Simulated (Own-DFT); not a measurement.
# How strain changes the stress of zincblende InP, 96 atoms (In48P48)

These are calculations, not measurements. The program, named Own-DFT, is a retired in-house plane-wave density functional code that no person has reviewed. Each row is one single-point run on a periodic cell that was not relaxed, without spin or spin-orbit coupling.

Settings of every run: PBE; PseudoDojo norm-conserving scalar-relativistic files; cutoff 36 hartree; 2 x 3 x 3 k mesh centred on Gamma; Fermi-Dirac smearing of 0.1 eV.

Known limits: forces not confirmed at this smearing and k mesh; stress not checked against mesh or cutoff.

Unstrained cell vectors in Å: (17.606, 0.000, 0.000); (0.000, 11.737, 0.000); (0.000, 0.000, 11.737). The unstrained cell has measured lattice constants (interpolated for alloys), not those of this functional. That, the random moves and any unrelaxed bonds set the pressure at no strain. Each run strains this cell uniformly, with the atoms carried along. Every atom was also moved at random, by a Gaussian of width 0.05 Å on each axis. Strain is the symmetric tensor, in per cent. Stress is positive in tension, and the pressure is minus a third of its trace.

```
run,e_xx (%),e_yy (%),e_zz (%),e_yz (%),e_xz (%),e_xy (%),s_xx (GPa),s_yy (GPa),s_zz (GPa),s_yz (GPa),s_xz (GPa),s_xy (GPa),P (GPa),E (meV/atom)
1,0.95,1.10,0.39,1.29,-1.00,-0.65,-2.04,-2.00,-2.21,1.62,-1.37,-0.93,2.08,8.9
2,1.41,-0.70,-0.64,0.66,-1.49,-1.99,-3.16,-4.01,-3.96,0.65,-2.05,-2.47,3.71,20.6
3,-0.21,1.72,1.45,0.51,1.06,-1.25,-1.98,-1.23,-1.41,0.50,1.15,-1.00,1.54,0.0
4,1.39,1.42,-1.14,-1.56,-0.98,0.99,-2.14,-2.23,-3.15,-2.16,-1.24,1.32,2.51,6.1
5,-1.59,-0.97,-0.33,-0.92,-0.51,-1.29,-6.52,-6.27,-6.00,-2.03,-1.17,-2.87,6.26,50.9
6,0.31,-0.44,1.07,1.54,-0.50,0.44,-2.99,-3.28,-2.66,1.93,-0.97,1.29,2.98,9.7
7,1.33,0.18,0.82,-0.15,1.89,0.62,-1.94,-2.61,-2.30,-1.06,2.83,1.53,2.28,18.2
8,0.78,-0.21,0.17,-1.90,-1.67,-0.01,-3.11,-3.60,-3.46,-2.62,-2.49,-0.46,3.39,26.3
9,-1.97,-1.29,-1.21,-1.85,-0.08,-0.37,-7.59,-7.44,-7.43,-3.35,-0.10,0.10,7.49,58.3
10,-0.36,-1.88,0.49,1.39,-1.62,0.47,-5.02,-5.60,-4.79,1.63,-2.79,0.86,5.14,32.6
11,1.76,0.27,0.12,0.45,1.05,-0.94,-1.67,-2.23,-2.27,0.51,0.91,-1.07,2.06,1.4
12,-1.79,-0.89,-0.24,1.94,1.18,-1.30,-6.54,-6.33,-6.03,3.43,2.40,-2.01,6.30,54.3
13,0.68,-1.76,0.09,0.83,0.48,0.78,-3.98,-4.92,-4.19,1.14,0.78,0.81,4.36,19.4
14,-0.06,-0.58,0.96,1.96,-1.82,0.90,-3.98,-4.32,-3.67,3.49,-2.56,1.84,3.99,46.6
15,-1.55,0.02,0.72,-1.23,0.91,1.08,-4.87,-4.35,-4.11,-2.25,1.33,1.93,4.44,30.1
16,1.98,-0.82,1.47,-1.96,-0.58,0.52,?,?,?,?,?,?,?,?
```

E is the free energy for each atom above the lowest run shown.

## Worked fit

Each stress component was fitted by least squares to a constant and the strains of the runs shown, as fractions, with shears doubled. Shear strains stay in the fit of a normal stress only where such slopes are resolved. The slopes, in GPa:

| stress | at no strain | per e_xx | per e_yy | per e_zz | scatter |
|---|---|---|---|---|---|
| s_xx | -3.9 | 108 ± 4 | 62 ± 4 | 64 ± 5 | 0.16 |
| s_yy | -3.9 | 70 ± 5 | 100 ± 6 | 65 ± 7 | 0.21 |
| s_zz | -3.9 | 71 ± 4 | 62 ± 5 | 102 ± 6 | 0.19 |

Each shear stress against twice its own strain: yz 84 ± 6, xz 75 ± 4, xy 75 ± 9 GPa. These are stiffnesses along x, y and z of the frame in which the cell vectors are given, which need not be the crystal's axes. The atoms are held to the strained lattice; where symmetry lets them move under strain, relaxing them would lower some slopes. The table should be nearly symmetric about its diagonal, and what it lacks of that shows the noise. A ninth of its sum, 78 ± 2 GPa, estimates the bulk modulus near the mean pressure of these runs, 3.9 GPa, so it lies above the value at zero pressure.

## Withheld run

Question: what normal stresses and pressure should run 16 give?

The fit gives s_xx = -1.3, s_yy = -2.4, s_zz = -1.5 and P = 1.7 GPa. The calculation gave -1.45, -2.53, -1.65 and P = 1.87 GPa.
